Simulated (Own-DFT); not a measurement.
# Which defects push the lattice out? D0_22 TiAl3

Everything here is calculated. The program is Own-DFT (plane waves, in-house, since retired, never reviewed by a person); positions were held fixed, and spin and spin-orbit coupling were off.

Method: PBE; PseudoDojo norm-conserving scalar-relativistic files; cutoff 42 hartree; 4 x 4 x 4 k mesh centred on Gamma; cold (Marzari-Vanderbilt) smearing of 0.2 eV.

Limits: forces on such cells failed a check on a denser k mesh; stress not checked against mesh or cutoff.

All runs share one cell, with vectors in Å (-2.365, -6.981, 4.326); (-7.667, 3.491, 1.442); (-2.950, -3.488, -7.241) and a volume of 625.4 Å³. The atoms are randomly displaced, by u rms on each axis. The defect's site can differ from row to row.

```
cell,formula,u (Å),P (GPa)
no defect,Al30Ti10,0.0211,1.99
no defect,Al30Ti10,0.0214,2.01
no defect,Al30Ti10,0.0460,2.51
two Ti on an Al site each,Al28Ti12,0.0309,3.33
two Ti on an Al site each,Al28Ti12,0.0518,3.95
two Ti on an Al site each,Al28Ti12,0.0563,3.88
two Al on a Ti site each,Al32Ti8,0.0291,2.88
two Al on a Ti site each,Al32Ti8,0.0291,2.87
two Al on a Ti site each,Al32Ti8,0.0498,3.44
two Al vacancies,Al28Ti10,0.0248,1.23
two Al vacancies,Al28Ti10,0.0264,1.23
two Al vacancies,Al28Ti10,0.0466,?
two Al vacancies,Al28Ti10,0.0490,1.79
```

## Fit

P = P0 + c u² + a shift for each defect gives P0 = 1.86 GPa, c = 308 ± 22 GPa/Å² and a scatter of 0.06 GPa. The shifts, and each times the cell's volume:

- two Ti on an Al site each: 1.16 ± 0.06 GPa, 4.5 eV (2.3 eV for each of its 2 sites)
- two Al on a Ti site each: 0.78 ± 0.05 GPa, 3.0 eV (1.5 eV for each of its 2 sites)
- two Al vacancies: -0.83 ± 0.05 GPa, -3.2 eV (-1.6 eV for each of its 2 sites)

Positive is outwards. The product with the volume (160.2 GPa Å³ to the eV) is nearly free of the cell's size; divided by the bulk modulus at the cell's pressure it gives the volume that the defect adds. The atoms around the defects weren't relaxed, which would change these numbers.

## Check

The question: what pressure belongs in the blank (two Al vacancies, u = 0.0466 Å)?

The fit gives 1.70 ± 0.08 GPa. The hidden result is 1.63 GPa.
